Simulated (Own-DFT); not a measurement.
# Strain and stress in C40 NbSi2, 36 atoms (Nb12Si24)

These are calculations, not measurements. They come from Own-DFT, an in-house plane-wave density functional program, since retired, whose code no person has reviewed. Each row is one single-point run on a periodic cell that was not relaxed, without spin or spin-orbit coupling.

Settings of every run: PBE; PseudoDojo norm-conserving scalar-relativistic files; cutoff 42 hartree; 4 x 4 x 5 k mesh centred on Gamma; cold (Marzari-Vanderbilt) smearing of 0.2 eV.

Known limits: forces on such cells failed a check on a denser k mesh; stress not checked against mesh or cutoff.

Unstrained cell vectors in Å: (0.000, 8.324, 0.000); (-9.613, 0.000, 0.000); (0.000, 0.000, 6.586). The unstrained cell was taken from the Materials Project. The random moves and any unrelaxed bonds add to the pressure at no strain. Each run strains this cell uniformly, with the atoms carried along. Every atom was also moved at random, by a Gaussian of width 0.05 Å on each axis. Strain is the symmetric tensor, in per cent. Stress is positive in tension, and the pressure is minus a third of its trace.

```
run,e_xx (%),e_yy (%),e_zz (%),e_yz (%),e_xz (%),e_xy (%),s_xx (GPa),s_yy (GPa),s_zz (GPa),s_yz (GPa),s_xz (GPa),s_xy (GPa),P (GPa),E (meV/atom)
1,-0.21,-1.43,1.98,1.56,1.99,1.28,-2.60,-6.09,2.79,4.66,5.45,3.76,1.97,22.0
2,0.70,-1.58,1.12,-1.17,-1.72,-1.08,-0.11,-6.95,0.29,-3.81,-4.77,-2.99,2.26,23.2
3,-1.07,0.28,-1.01,-1.78,0.35,-1.29,-7.44,-2.87,-9.51,-5.12,0.09,-3.54,6.61,25.8
4,0.01,1.42,0.33,-1.90,0.03,-1.69,-1.22,2.61,-1.32,-5.94,0.46,-4.64,-0.02,18.1
5,-1.64,0.11,0.79,1.36,0.08,-1.02,-7.83,-2.87,-2.15,4.30,-0.06,-3.25,4.29,26.1
6,-1.87,0.22,-0.20,-2.00,-1.58,-0.40,-9.45,-3.58,-6.60,-6.23,-4.79,-0.74,6.54,32.9
7,-1.31,0.70,-0.87,0.08,-1.35,-1.95,-7.71,-0.98,-7.66,0.67,-3.68,-6.01,5.45,8.4
8,-0.60,0.57,0.79,1.14,1.32,-0.24,-3.37,0.40,-0.52,3.59,3.86,-0.52,1.17,7.2
9,1.72,0.07,-1.41,-1.24,0.89,1.98,2.33,-2.49,-9.59,-4.01,3.03,5.28,3.25,31.1
10,-0.15,-0.15,-1.95,-0.32,-0.35,-0.54,-4.60,-5.30,-14.47,-1.09,-1.04,-1.68,8.12,37.6
11,0.57,-0.30,-1.95,-1.23,-0.86,0.51,-1.89,-4.64,-12.94,-4.08,-2.67,1.52,6.49,17.5
12,-1.57,0.16,-0.78,0.88,-0.69,1.19,-9.20,-3.36,-8.36,3.00,-2.10,4.22,6.97,15.3
13,-0.18,-0.50,0.95,-0.53,1.99,-0.17,-2.47,-2.94,0.16,-0.88,5.68,-0.15,1.75,0.0
14,-0.24,-1.42,0.67,-0.23,1.41,-0.05,-4.10,-7.02,-1.81,-0.64,4.27,-0.06,4.31,10.0
15,1.49,-0.20,-0.61,0.60,1.12,-1.63,1.58,-2.55,-5.71,2.09,3.51,-4.78,2.23,22.5
16,-0.54,1.17,-0.85,-1.97,0.18,-1.12,?,?,?,?,?,?,?,?
```

E is the free energy for each atom above the lowest run shown.

## Worked fit

Each stress component was fitted by least squares to a constant and the strains of the runs shown, as fractions, with shears doubled. Shear strains stay in the fit of a normal stress only where such slopes are resolved. The slopes, in GPa:

```
stress,at no strain,per e_xx,per e_yy,per e_zz,scatter
s_xx,-2.6,363 ± 9,70 ± 13,87 ± 8,0.33
s_yy,-2.4,67 ± 12,363 ± 16,89 ± 11,0.43
s_zz,-4.1,76 ± 16,94 ± 23,465 ± 15,0.60
```

Each shear stress against twice its own strain: yz 154 ± 4, xz 138 ± 5, xy 148 ± 5 GPa. These are stiffnesses along x, y and z of the frame in which the cell vectors are given, which need not be the crystal's axes. The atoms are held to the strained lattice; where symmetry lets them move under strain, relaxing them would lower some slopes. The table should be nearly symmetric about its diagonal, and what it lacks of that shows the noise. A ninth of its sum, 186 ± 11 GPa, estimates the bulk modulus near the mean pressure of these runs, 4.1 GPa, so it lies above the value at zero pressure.

## Withheld run

Question: what normal stresses and pressure should run 16 give?

The fit gives s_xx = -4.5, s_yy = 0.7, s_zz = -7.4 and P = 3.7 GPa. The calculation gave -4.69, 0.41, -7.38 and P = 3.89 GPa.
